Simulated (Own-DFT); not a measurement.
# Computed records: AlGa3N4 (wurtzite random alloy, strained, atoms displaced)

A calculation, not a measurement: plane-wave PBE density functional theory by an unreviewed code, no spin, of a simulated periodic cell, stress positive in tension, free energy of the whole cell less one offset for each atom, forces on such cells passed a denser k mesh, this cell's mesh not checked; offsets are fitted by least squares, one for each functional and potential file, so energies compare only between cells with the same atoms and settings and are not formation energies; the far tail of each file's local potential was reset to the Coulomb form; each entry is a single point on an unrelaxed cell, so the pressure reflects the starting lattice, mostly measured values, from which strain is counted, and rises with the displacements; printed positions are rounded, which can move forces by about a meV/angstrom; the program is a retired in-house code; no spin-orbit coupling. Program: Own-DFT development build.

Common to all runs: functional PBE; potential files PseudoDojo norm-conserving, scalar-relativistic, standard set with the stringent files for Ga; wave cutoff 96 hartree; occupations Gaussian; smearing width 0.01 eV; k mesh 4 x 4 x 3 centred on Gamma.

(1) AlGa3N4 (wurtzite random alloy, strained, atoms displaced)

```
AlGa3N4
1.0
      9.6757     0.0000     0.0000
     -4.8378     8.3794     0.0000
      0.0000     0.0000    10.2685
Ga N Al Ga N Ga Al N Ga N Ga Al N Ga N Al Ga N Ga Al N Al Ga N Ga N Ga N Ga N Ga N Ga Al N Ga Al N Ga N Ga N Al Ga N
2 2 1 1 2 1 1 2 2 2 1 1 2 2 2 1 1 2 1 1 2 1 1 2 2 2 2 2 2 2 2 2 1 1 2 1 1 2 2 2 2 2 1 1 2
Direct
  0.11120 0.22573 0.00642
  0.20854 0.09923 0.24888
  0.11367 0.22565 0.18925
  0.22741 0.10852 0.45059
  0.10948 0.22755 0.49573
  0.22346 0.11652 0.75440
  0.10626 0.22841 0.69377
  0.22532 0.10730 0.94159
  0.10321 0.54485 0.00114
  0.22929 0.44359 0.25778
  0.11242 0.54908 0.19224
  0.22027 0.44235 0.42780
  0.11862 0.56668 0.49027
  0.22833 0.44515 0.74726
  0.10261 0.55443 0.69015
  0.23104 0.44591 0.94460
  0.10285 0.89233 0.00760
  0.20989 0.75853 0.25842
  0.11297 0.88412 0.18354
  0.21610 0.76584 0.43954
  0.12094 0.90286 0.50746
  0.22198 0.77045 0.75224
  0.10769 0.88338 0.68679
  0.21200 0.77285 0.94243
  0.44272 0.21534 0.99377
  0.55058 0.10967 0.24187
  0.44598 0.22127 0.17999
  0.54626 0.10739 0.44213
  0.43818 0.21786 0.49499
  0.55813 0.11442 0.75674
  0.43880 0.22535 0.68447
  0.55465 0.11652 0.93738
  0.44000 0.55269 0.00052
  0.55642 0.43790 0.25155
  0.44594 0.55968 0.18993
  0.56068 0.44460 0.44231
  0.44723 0.55687 0.50207
  0.55364 0.44370 0.73971
  0.45469 0.56685 0.68739
  0.55977 0.44366 0.93361
  0.45272 0.89135 0.00063
  0.55818 0.78361 0.24212
  0.44616 0.88570 0.18160
  0.54773 0.77611 0.44107
  0.43677 0.87945 0.49939
  0.55724 0.77898 0.74991
  0.43570 0.88214 0.68625
  0.54787 0.77021 0.93371
  0.77841 0.22344 0.99658
  0.88547 0.10892 0.24979
  0.78813 0.22802 0.19533
  0.89412 0.11632 0.43985
  0.77422 0.22455 0.49973
  0.89391 0.11131 0.75269
  0.77911 0.21775 0.68547
  0.88975 0.11686 0.93534
  0.78163 0.55570 0.00853
  0.88570 0.43797 0.25106
  0.77566 0.55085 0.18578
  0.88457 0.45145 0.43882
  0.77517 0.55388 0.49696
  0.89063 0.44560 0.74916
  0.77549 0.55028 0.68645
  0.88950 0.45553 0.95009
  0.78104 0.90054 0.99652
  0.89170 0.78213 0.25208
  0.78531 0.89665 0.18314
  0.88581 0.77688 0.44361
  0.77498 0.88276 0.50628
  0.88177 0.77861 0.74756
  0.77847 0.87905 0.69279
  0.88145 0.77784 0.93171
```

| Property | Result |
| --- | --- |
| free energy of cell above offsets | -9.667 eV |
| pressure | 0.68 GPa |
| stress xx | 2.36 GPa |
| stress yy | 1.45 GPa |
| stress zz | -5.83 GPa |
| stress yz | 0.22 GPa |
| stress xz | -0.03 GPa |
| stress xy | 0.22 GPa |

Force:
| element | x (eV/Å) | y (eV/Å) | z (eV/Å) |
| --- | --- | --- | --- |
| Ga | 0.809 | -0.078 | -1.292 |
| Ga | 1.19 | 1.142 | 0.256 |
| N | 0.084 | 0.009 | 1.352 |
| N | -2.971 | 1.349 | -2.431 |
| Al | 0.333 | -0.318 | 0.828 |
| Ga | -0.161 | -0.951 | -0.714 |
| N | 0.628 | -0.904 | -1.405 |
| N | -0.597 | 0.85 | 0.383 |
| Ga | 1.089 | 1.683 | 0.232 |
| Al | -0.359 | 0.38 | -3.372 |
| N | -0.368 | -0.37 | 1.087 |
| N | 0.423 | -0.465 | 3.248 |
| Ga | -0.865 | -4.179 | 2.135 |
| Ga | -0.809 | 0.859 | 0.603 |
| N | 1.941 | -0.237 | -0.843 |
| N | -0.92 | -0.333 | -0.733 |
| Ga | 0.736 | -1.218 | -3.165 |
| Al | 0.472 | 1.37 | -2.114 |
| N | 0.249 | -0.718 | 3.191 |
| N | -0.479 | 3.777 | -1.433 |
| Ga | -0.497 | -2.795 | -0.412 |
| Ga | -1.156 | 0.524 | 0.599 |
| N | -0.007 | 0.733 | 1.486 |
| N | 0.759 | 0.39 | 0.206 |
| Al | -0.628 | 1.748 | 0.23 |
| Ga | 0.658 | -0.153 | 1.043 |
| N | -0.824 | -0.391 | 0.328 |
| N | 0.877 | -0.305 | -1.022 |
| Ga | 1.523 | 1.139 | 0.902 |
| Al | -0.408 | -0.371 | -2.245 |
| N | 1.258 | -0.958 | 0.917 |
| N | 0.681 | -0.511 | 0.008 |
| Al | 1.723 | 0.217 | 0.07 |
| Ga | -0.641 | 0.667 | -0.564 |
| N | 0.024 | -0.881 | -0.342 |
| N | -1.426 | -0.558 | -0.661 |
| Ga | -0.126 | -0.2 | -1.08 |
| Ga | 0.679 | 0.296 | 1.374 |
| N | -0.877 | -1.478 | -0.058 |
| N | -1.202 | -0.577 | 0.96 |
| Ga | -1.643 | -0.974 | -1.46 |
| Ga | 0.547 | -0.66 | 0.972 |
| N | -1.328 | 0.138 | 1.893 |
| N | 1.96 | 0.535 | -0.512 |
| Ga | -0.035 | 1.211 | 0.055 |
| Ga | -0.542 | 0.555 | -0.306 |
| N | 0.866 | 1.556 | 1.034 |
| N | 0.542 | 0.398 | 1.399 |
| Ga | -0.396 | 0.891 | 0.746 |
| Ga | 0.516 | 0.632 | 0.534 |
| N | -1.295 | -0.602 | -1.043 |
| N | 0.052 | -1.224 | 0.704 |
| Ga | 0.043 | -0.074 | -0.591 |
| Al | -0.821 | -0.097 | -1.151 |
| N | -0.422 | -0.652 | 1.911 |
| N | 0.244 | 0.232 | -0.091 |
| Ga | -2.097 | 0.835 | -2.316 |
| Al | 0.165 | 1.182 | 0.098 |
| N | 0.79 | 0.35 | 2.644 |
| N | 1.508 | -0.991 | -1.109 |
| Ga | 0.421 | 0.697 | 0.853 |
| Ga | -0.889 | -0.32 | 0.346 |
| N | -0.02 | 0.44 | 0.152 |
| N | 1.036 | -2.262 | -1.802 |
| Ga | 0.134 | -1.82 | -0.622 |
| Ga | -0.25 | -0.896 | -0.006 |
| N | -0.203 | -0.702 | 0.629 |
| N | -0.23 | 1.107 | -0.405 |
| Al | -0.372 | 0.668 | -0.815 |
| Ga | 2.719 | -1.719 | 0.203 |
| N | -2.128 | 2.941 | -1.348 |
| N | 0.315 | 0.44 | 1.85 |

(2) AlGa3N4 (wurtzite random alloy, strained, atoms displaced)

```
AlGa3N4
1.0
      9.6757     0.0000     0.0000
     -4.8378     8.3794     0.0000
      0.0000     0.0000    10.2685
Ga Al N Al Ga N Ga Al N Ga N Ga N Al Ga N Al N Al Ga N Ga N Ga N Ga Al N Ga N Ga N Ga Al N Ga N Ga N Ga N Ga N
1 1 2 1 1 2 1 1 2 2 2 2 2 1 1 2 2 2 1 1 2 2 2 2 2 1 1 2 2 2 2 2 1 1 2 2 2 2 2 2 2 2 2
Direct
  0.10663 0.21431 0.00770
  0.21809 0.10180 0.25407
  0.10112 0.21929 0.18806
  0.21633 0.10599 0.44739
  0.10036 0.21188 0.49735
  0.22104 0.11432 0.74746
  0.11689 0.22099 0.67821
  0.22351 0.10352 0.93357
  0.10464 0.55086 0.99789
  0.22080 0.44702 0.25252
  0.10725 0.55287 0.18591
  0.23095 0.45371 0.44313
  0.10717 0.55351 0.49834
  0.21448 0.43319 0.75629
  0.11709 0.55769 0.68821
  0.21962 0.44038 0.93663
  0.10953 0.89185 0.00353
  0.22314 0.77397 0.24637
  0.10396 0.88755 0.18605
  0.22133 0.77564 0.43557
  0.10618 0.88829 0.50537
  0.22023 0.77438 0.75430
  0.11026 0.89330 0.68678
  0.22384 0.78460 0.94011
  0.44146 0.21546 0.99827
  0.55636 0.11350 0.24458
  0.44855 0.23004 0.18710
  0.54453 0.10615 0.43805
  0.44799 0.23164 0.50716
  0.55501 0.11430 0.75578
  0.43744 0.21407 0.69437
  0.55370 0.10834 0.93157
  0.44500 0.55584 0.99828
  0.55997 0.44637 0.25103
  0.45428 0.56598 0.19180
  0.54381 0.44368 0.44319
  0.44620 0.55527 0.49504
  0.55547 0.44859 0.75029
  0.44214 0.55922 0.68996
  0.55663 0.45106 0.93489
  0.44680 0.89891 0.00109
  0.56155 0.78193 0.25056
  0.43787 0.88442 0.18952
  0.56398 0.78063 0.43577
  0.43966 0.89213 0.49972
  0.54793 0.77739 0.74756
  0.44835 0.88938 0.68823
  0.55761 0.78962 0.94014
  0.77554 0.22247 0.00422
  0.89499 0.11234 0.25064
  0.77837 0.22101 0.18297
  0.89002 0.11515 0.44434
  0.77858 0.22484 0.50546
  0.89413 0.11384 0.75427
  0.78339 0.22117 0.69495
  0.88272 0.10617 0.94266
  0.78264 0.56125 0.99819
  0.89086 0.44843 0.24227
  0.77413 0.55549 0.19095
  0.89779 0.45549 0.43700
  0.77836 0.55693 0.50281
  0.88666 0.44541 0.76154
  0.78102 0.56632 0.69529
  0.88438 0.43892 0.94185
  0.78748 0.89722 0.00280
  0.88949 0.77796 0.25121
  0.77202 0.89257 0.18833
  0.88976 0.77671 0.44327
  0.78152 0.88522 0.50174
  0.88957 0.77680 0.74950
  0.76283 0.88340 0.69327
  0.88617 0.77458 0.94207
```

| Quantity | Value |
| --- | --- |
| free energy of cell above offsets | -10.566 eV |
| pressure | 0.15 GPa |
| stress xx | 2.68 GPa |
| stress yy | 2.37 GPa |
| stress zz | -5.49 GPa |
| stress yz | 0.2 GPa |
| stress xz | 0.25 GPa |
| stress xy | -0.45 GPa |

Force:
| element | x (eV/Å) | y (eV/Å) | z (eV/Å) |
| --- | --- | --- | --- |
| Ga | 0.279 | 0.49 | -1.863 |
| Al | 0.048 | 1.013 | 0.225 |
| N | 2.69 | 1.177 | 1.706 |
| N | 0.179 | 0.408 | -1.265 |
| Al | 1.205 | 1.676 | -0.138 |
| Ga | 0.107 | -0.836 | -0.166 |
| N | -1.904 | -0.455 | 1.356 |
| N | -0.324 | 1.391 | 1.473 |
| Ga | 0.982 | 0.908 | -0.23 |
| Al | 0.739 | 0.227 | 0 |
| N | 1.115 | -0.2 | 0.316 |
| N | -1.296 | -2.294 | -1.641 |
| Ga | 1.323 | 0.848 | 0.546 |
| Ga | 0.507 | 1.182 | -2.192 |
| N | -0.996 | -0.705 | 0.834 |
| N | -0.199 | -0.376 | 1.76 |
| Ga | 0.213 | -0.759 | -1.293 |
| Ga | -0.71 | 0.14 | 0.451 |
| N | 0.812 | 0.83 | 1.411 |
| N | -1.254 | 0.543 | 0.596 |
| Al | 1.047 | -0.217 | -0.849 |
| Ga | 0.232 | 0.765 | -0.98 |
| N | 0.263 | -0.739 | 0.184 |
| N | -0.225 | -0.983 | 0.611 |
| Al | -0.185 | 1.178 | -0.405 |
| Al | -0.149 | -0.401 | 0.876 |
| N | -0.278 | -2.058 | -0.284 |
| N | 0.199 | 2.218 | -0.591 |
| Al | -0.317 | -1.585 | -0.55 |
| Ga | 0.632 | -0.831 | -2.55 |
| N | 0.781 | 1.672 | -1.225 |
| N | -0.671 | 1.602 | 3.054 |
| Ga | -0.229 | 1.174 | 0.208 |
| Ga | -1.131 | 0.144 | 0.084 |
| N | -1.26 | -0.961 | 0.14 |
| N | 2.739 | -1.088 | -0.238 |
| Ga | -1.178 | 1.636 | 1.335 |
| Ga | -0.546 | 0.038 | -0.526 |
| N | 0.135 | -1.058 | -0.111 |
| N | 0.652 | -1.651 | 1.322 |
| Ga | 0.436 | -1.611 | -0.172 |
| Al | -0.83 | -0.156 | -0.055 |
| N | 1.256 | 1.53 | 0.443 |
| N | -0.726 | 0.11 | -0.304 |
| Ga | 0.901 | -0.883 | -0.06 |
| Ga | 0.357 | -0.345 | 0.912 |
| N | -1.643 | 0.623 | 0.065 |
| N | 0.392 | -0.948 | 0.255 |
| Ga | 0.082 | -0.787 | -1.554 |
| Ga | -1.896 | -0.665 | 0.663 |
| N | -0.886 | -0.17 | 2.254 |
| N | 0.119 | -0.275 | -0.62 |
| Ga | -0.489 | -0.077 | -0.574 |
| Al | -0.288 | -1.021 | -0.69 |
| N | -0.235 | 0.373 | 0.267 |
| N | 0.794 | 1.664 | -1.296 |
| Ga | -1.025 | -0.89 | 0.389 |
| Ga | -0.394 | -0.616 | 0.937 |
| N | 0.783 | 0.417 | -0.33 |
| N | -1.443 | -1.645 | -0.247 |
| Ga | -0.159 | -0.28 | -0.004 |
| Ga | 0.535 | 0.178 | -2.495 |
| N | 0.485 | -2.214 | -0.757 |
| N | -0.186 | 0.561 | 0.901 |
| Ga | -1.266 | -1.875 | -0.556 |
| Ga | -0.897 | -0.059 | 0.089 |
| N | 0.944 | -0.251 | 0.935 |
| N | 0.725 | 0.329 | -0.345 |
| Ga | -1.319 | 0.434 | 0.509 |
| Ga | -0.841 | 1.643 | 0.446 |
| N | 2.311 | 1.797 | -0.127 |
| N | 0.375 | 1.046 | -0.27 |

(3) AlGa3N4 (wurtzite random alloy, strained, atoms displaced)

```
AlGa3N4
1.0
      9.6757     0.0000     0.0000
     -4.8378     8.3794     0.0000
      0.0000     0.0000    10.2685
Ga N Al Ga N Ga N Ga Al N Ga Al N Ga Al N Ga N Ga Al N Ga N Ga N Al N Ga N Ga N Ga N Ga N Ga Al N Al Ga N Ga N
2 2 1 1 2 2 2 1 1 2 1 1 2 1 1 2 2 2 1 1 2 2 2 2 2 2 2 2 2 2 2 2 2 2 2 1 1 2 1 1 2 2 2
Direct
  0.10477 0.22386 0.99965
  0.21354 0.12426 0.25079
  0.10427 0.22098 0.19285
  0.21745 0.11498 0.44161
  0.10717 0.22277 0.49586
  0.21623 0.11384 0.74977
  0.10471 0.21534 0.69082
  0.22831 0.11012 0.93649
  0.11800 0.54469 0.00081
  0.22093 0.43577 0.26301
  0.11578 0.55685 0.18973
  0.21831 0.44046 0.43753
  0.10899 0.54892 0.49887
  0.22344 0.45038 0.75604
  0.10753 0.55928 0.69348
  0.22591 0.44958 0.94583
  0.11786 0.89282 0.00513
  0.22872 0.78089 0.24829
  0.11783 0.89946 0.19064
  0.21768 0.77546 0.45110
  0.11650 0.88922 0.50324
  0.22311 0.77143 0.75698
  0.10175 0.88546 0.69330
  0.22294 0.77531 0.95119
  0.43311 0.22092 0.00391
  0.56474 0.12021 0.25765
  0.44075 0.21888 0.19157
  0.55399 0.11097 0.44619
  0.45136 0.22213 0.50810
  0.54896 0.10460 0.74815
  0.45549 0.22880 0.68925
  0.55660 0.10336 0.93615
  0.44102 0.55447 0.00465
  0.55508 0.44045 0.24621
  0.44691 0.55716 0.19560
  0.55616 0.44745 0.44650
  0.44702 0.56187 0.50482
  0.56713 0.44574 0.75376
  0.43945 0.54657 0.68001
  0.55159 0.44337 0.94246
  0.44711 0.89900 0.00899
  0.56647 0.78271 0.25462
  0.43994 0.89030 0.19205
  0.55249 0.78201 0.44201
  0.44288 0.88640 0.50374
  0.54279 0.75996 0.75823
  0.44160 0.88080 0.68576
  0.55286 0.77594 0.93197
  0.77653 0.22819 0.00597
  0.88895 0.11309 0.24165
  0.76818 0.21920 0.18829
  0.88146 0.11012 0.43685
  0.78424 0.22783 0.50389
  0.89054 0.11302 0.75202
  0.77526 0.22213 0.68567
  0.89391 0.11001 0.93727
  0.77862 0.56107 0.99375
  0.89474 0.44568 0.25628
  0.77903 0.56140 0.19480
  0.89056 0.44052 0.43748
  0.77506 0.55164 0.50162
  0.88640 0.44614 0.75597
  0.76959 0.54572 0.68858
  0.88814 0.44923 0.93679
  0.77578 0.88719 0.99031
  0.88122 0.77804 0.25205
  0.76317 0.88150 0.18045
  0.89803 0.78587 0.43797
  0.77787 0.88189 0.49088
  0.88864 0.77704 0.74473
  0.77349 0.88164 0.68902
  0.89738 0.79175 0.93561
```

| Property | Result |
| --- | --- |
| free energy of cell above offsets | -9.762 eV |
| pressure | 0.47 GPa |
| stress xx | 1.17 GPa |
| stress yy | 3.51 GPa |
| stress zz | -6.09 GPa |
| stress yz | 0.1 GPa |
| stress xz | 0.67 GPa |
| stress xy | -0.34 GPa |

Force:
| element | x (eV/Å) | y (eV/Å) | z (eV/Å) |
| --- | --- | --- | --- |
| Ga | 1.497 | -0.384 | -0.101 |
| Ga | 2.846 | -2.127 | 0.887 |
| N | -0.554 | 1.102 | -1.408 |
| N | 0.214 | 0.401 | 0.414 |
| Al | 0.053 | -0.753 | 1.02 |
| Ga | 1.308 | -0.572 | -0.437 |
| N | -0.16 | 2.444 | -0.908 |
| N | -1.759 | 0.324 | 0.426 |
| Ga | -3.096 | 2.233 | 1.012 |
| Ga | -0.2 | 1.726 | -2.939 |
| N | 0.021 | 0.03 | 0.884 |
| N | 0.294 | -0.411 | 2.687 |
| Ga | -0.222 | 0.988 | 0.696 |
| Al | 0.069 | -0.937 | -1.227 |
| N | 0.598 | -1.051 | 0.784 |
| N | 1.258 | -1.772 | -2.145 |
| Ga | -0.459 | -0.486 | -0.468 |
| Al | -1.168 | -0.056 | 0.612 |
| N | -0.104 | -0.908 | 0.979 |
| N | 0.928 | -0.431 | -2.35 |
| Ga | -0.774 | 0.767 | 0.042 |
| Al | -0.759 | 1.121 | -0.191 |
| N | 2.496 | 0.334 | 0 |
| N | 0.997 | 0.242 | -1.468 |
| Ga | 2.016 | 0.155 | -0.28 |
| Ga | -1.882 | -1.621 | 0.084 |
| N | -0.21 | 0.367 | 0.174 |
| N | 0.643 | 0.066 | -0.417 |
| Ga | -1.46 | 0.461 | -1.355 |
| Al | 0.816 | 0.02 | 0.041 |
| N | -0.47 | -1.507 | 1.593 |
| N | -0.638 | 0.619 | 0.001 |
| Ga | 0.871 | 0.891 | 0.504 |
| Ga | -0.003 | 0.471 | 1.038 |
| N | -0.4 | 0.349 | 0.084 |
| N | 0 | -0.319 | -1.133 |
| Ga | 0.164 | -0.53 | -2.158 |
| Ga | -2.309 | -0.883 | -0.138 |
| N | -0.8 | -0.439 | 3.627 |
| N | 0.186 | 0.248 | -0.039 |
| Al | 0.205 | -1.284 | -0.834 |
| Al | -2.48 | -0.969 | -0.215 |
| N | 1.512 | -0.075 | 0.343 |
| N | 0.939 | -0.602 | -1.443 |
| Ga | -0.394 | 0.345 | -0.586 |
| Ga | 0.545 | 1.329 | -3.182 |
| N | -0.96 | 0.532 | 2.225 |
| N | -0.06 | 0.614 | 3.623 |
| Ga | -0.162 | -0.552 | -1.815 |
| Ga | -1.333 | -1.174 | 1.07 |
| N | 1.662 | 1.213 | 0.471 |
| N | 1.434 | 0.294 | -0.329 |
| Ga | -0.551 | -1.199 | -0.504 |
| Ga | -0.917 | -1.006 | -1.134 |
| N | -0.304 | 0.496 | 2.166 |
| N | -1.344 | -0.281 | 1.238 |
| Ga | 0.089 | 0.661 | 1.246 |
| Ga | -0.548 | 0.543 | -1.763 |
| N | 0.591 | -0.946 | -0.936 |
| N | -0.542 | 0.635 | 1.044 |
| Ga | 0.216 | 0.585 | -0.708 |
| Al | 0.313 | -0.605 | -1.348 |
| N | 2.306 | 1.242 | 0.43 |
| N | 0.64 | -0.475 | 0.376 |
| Al | -0.092 | -0.061 | 0.23 |
| Ga | 1.216 | 0.653 | -0.884 |
| N | 1.095 | 1.136 | -0.229 |
| N | -0.224 | -1.358 | 0.325 |
| Ga | -0.761 | 1.091 | 1.81 |
| Ga | -0.731 | -0.17 | 0.429 |
| N | -0.606 | 0.264 | -0.189 |
| N | -0.602 | -1.05 | 0.644 |

(4) AlGa3N4 (wurtzite random alloy, strained, atoms displaced)

```
AlGa3N4
1.0
      9.6757     0.0000     0.0000
     -4.8378     8.3794     0.0000
      0.0000     0.0000    10.2685
Ga N Ga Al N Ga Al N Ga N Ga N Ga N Ga N Ga N Al Ga N Ga N Ga N Ga N Ga Al N Al N Ga N Ga N Al N Ga Al N
2 2 1 1 2 1 1 2 2 2 2 2 2 2 2 2 2 2 1 1 2 2 2 2 2 2 2 1 1 2 2 2 2 2 2 2 2 2 1 1 2
Direct
  0.11315 0.22393 0.99721
  0.22003 0.11574 0.26110
  0.11935 0.23043 0.18283
  0.21872 0.10553 0.43581
  0.10085 0.22107 0.49257
  0.22824 0.11502 0.75828
  0.11610 0.22601 0.68345
  0.22466 0.11514 0.94446
  0.11592 0.54875 0.99269
  0.21952 0.44654 0.24264
  0.11250 0.55054 0.18609
  0.22118 0.43712 0.44156
  0.09476 0.54901 0.50291
  0.22208 0.44396 0.75486
  0.10698 0.55426 0.69363
  0.23604 0.44249 0.93882
  0.10264 0.87342 0.99937
  0.21849 0.77095 0.25031
  0.10676 0.89021 0.19403
  0.21520 0.76335 0.43651
  0.12063 0.89757 0.49461
  0.21836 0.76972 0.75030
  0.10877 0.88585 0.70015
  0.22153 0.77702 0.93200
  0.43774 0.21789 0.00013
  0.56065 0.11013 0.25702
  0.43923 0.22018 0.18128
  0.55425 0.12010 0.43427
  0.43891 0.21640 0.50327
  0.56232 0.11886 0.74853
  0.44114 0.22373 0.68082
  0.55779 0.11401 0.93122
  0.43392 0.54905 0.00050
  0.56266 0.45161 0.23921
  0.44693 0.56241 0.18463
  0.56480 0.44020 0.43634
  0.46040 0.56620 0.49970
  0.56255 0.44933 0.75298
  0.43855 0.55603 0.69134
  0.55582 0.44584 0.94046
  0.44985 0.89351 0.99607
  0.55676 0.78747 0.25545
  0.43940 0.88580 0.19644
  0.55639 0.78966 0.43626
  0.43849 0.89067 0.50152
  0.55827 0.78298 0.74857
  0.44995 0.89663 0.69338
  0.55230 0.78226 0.93630
  0.78031 0.22554 0.01274
  0.87986 0.10725 0.24041
  0.77015 0.22099 0.18133
  0.88591 0.11099 0.44567
  0.77779 0.22453 0.49093
  0.89489 0.11674 0.75215
  0.77814 0.21112 0.69168
  0.89826 0.11796 0.93770
  0.78087 0.55270 0.00944
  0.89185 0.44778 0.24568
  0.77153 0.55997 0.18682
  0.88369 0.43889 0.44516
  0.78011 0.56280 0.50066
  0.88697 0.44901 0.75548
  0.77592 0.56163 0.69168
  0.90343 0.43593 0.93871
  0.77781 0.88047 0.00154
  0.89293 0.78026 0.24663
  0.76401 0.87990 0.18764
  0.89030 0.77983 0.43520
  0.78209 0.89437 0.50765
  0.88769 0.77674 0.74360
  0.76828 0.88318 0.69257
  0.89842 0.78502 0.93771
```

Q: What stress yy does the calculation give for AlGa3N4 (wurtzite random alloy, strained, atoms displaced) (entry 4)?
A: 2.85 GPa

Q: Give the table of force values for AlGa3N4 (wurtzite random alloy, strained, atoms displaced) (entry 4).
A: 
Force:
| element | x (eV/Å) | y (eV/Å) | z (eV/Å) |
| --- | --- | --- | --- |
| Ga | 0.471 | -0.578 | 0.07 |
| Ga | 0.667 | 0.151 | -3.63 |
| N | -1.814 | -0.609 | 1.73 |
| N | -0.18 | 1.235 | 1.901 |
| Ga | 1.587 | 0.635 | 1.126 |
| Al | -0.624 | -0.399 | -0.973 |
| N | -0.183 | -1.403 | 1.506 |
| N | -0.265 | -1.244 | -1.513 |
| Ga | 0.614 | 1.201 | 0.444 |
| Al | 1.581 | -0.238 | 1.536 |
| N | -0.539 | 0.08 | -0.141 |
| N | -0.376 | 1.503 | -1.647 |
| Ga | 2.522 | -0.079 | 0.262 |
| Ga | 0.043 | -0.265 | -1.754 |
| N | 0.092 | -0.52 | -0.285 |
| N | -1.801 | -0.044 | 0.147 |
| Ga | 1.261 | 2.221 | 0.523 |
| Ga | -0.293 | 0.638 | -0.443 |
| N | 0.187 | -0.707 | -0.367 |
| N | -0.369 | 1.286 | 0.818 |
| Ga | -0.431 | -2.149 | 1.363 |
| Ga | 0.245 | 1.401 | -0.908 |
| N | -0.431 | 1.022 | -1.305 |
| N | 0.608 | -0.517 | 2.037 |
| Ga | 0.984 | 0.327 | -0.582 |
| Ga | -2.252 | -0.164 | -2.218 |
| N | 0.707 | 0.263 | 2.183 |
| N | 1.413 | -0.707 | 1.939 |
| Ga | -0.279 | 1.345 | -1.596 |
| Ga | -0.368 | -0.349 | -0.583 |
| N | 0.024 | -0.142 | 2.747 |
| N | 0.01 | 0.41 | 1.886 |
| Al | 2.495 | 2.054 | 0.122 |
| Ga | -2.14 | -1.751 | 1.336 |
| N | -0.909 | -0.577 | 0.251 |
| N | -1.242 | 0.644 | -0.22 |
| Ga | -1.086 | -1.31 | -0.213 |
| Ga | -1.531 | -0.529 | -0.389 |
| N | 1.13 | 0.522 | -0.26 |
| N | 0.013 | 0.418 | 0.572 |
| Ga | -0.78 | 0.05 | 0.464 |
| Ga | -0.368 | -1.625 | -1.159 |
| N | -0.116 | 0.814 | -1.2 |
| N | 0.79 | -0.454 | 1.649 |
| Ga | 0.341 | -0.067 | 0.234 |
| Ga | -1.162 | -0.909 | 0.373 |
| N | -0.908 | -0.742 | -0.931 |
| N | 1.784 | -1.12 | 1.086 |
| Ga | 0.047 | -1.057 | -5.502 |
| Al | 1.225 | 0.104 | 0.553 |
| N | 1.347 | 0.04 | 4.692 |
| N | -1.381 | 0.055 | -2.516 |
| Al | -0.304 | -0.883 | 2.033 |
| Al | 0.214 | -0.44 | -0.289 |
| N | -0.053 | 1.663 | -1.547 |
| N | -0.823 | -1.622 | 0.405 |
| Ga | -0.167 | 0.171 | -3.013 |
| Ga | -0.373 | -0.077 | 0.746 |
| N | 2.654 | 1.113 | 1.387 |
| N | -0.684 | -0.112 | -1.423 |
| Ga | 0.043 | -0.639 | -0.228 |
| Ga | 0.302 | -1.166 | -1.031 |
| N | 0.981 | 0.174 | -0.031 |
| N | -2.31 | 0.632 | 0.821 |
| Al | -0.868 | 0.805 | -0.913 |
| Al | -1.079 | 0.096 | 0.526 |
| N | 2.301 | 1.803 | -0.346 |
| N | -0.011 | 0.372 | -0.153 |
| Ga | -0.418 | -0.631 | -1 |
| Al | -0.061 | 0.822 | 1.042 |
| N | 2.559 | 1.36 | 0.389 |
| N | -2.259 | -1.605 | -0.589 |

Further results for AlGa3N4 (wurtzite random alloy, strained, atoms displaced) (entry 4):

| Quantity | Value |
| --- | --- |
| free energy of cell above offsets | -8.788 eV |
| pressure | 0.81 GPa |
| stress xx | 1.66 GPa |
| stress zz | -6.94 GPa |
| stress yz | 0.2 GPa |
| stress xz | 0.12 GPa |
| stress xy | -1.82 GPa |
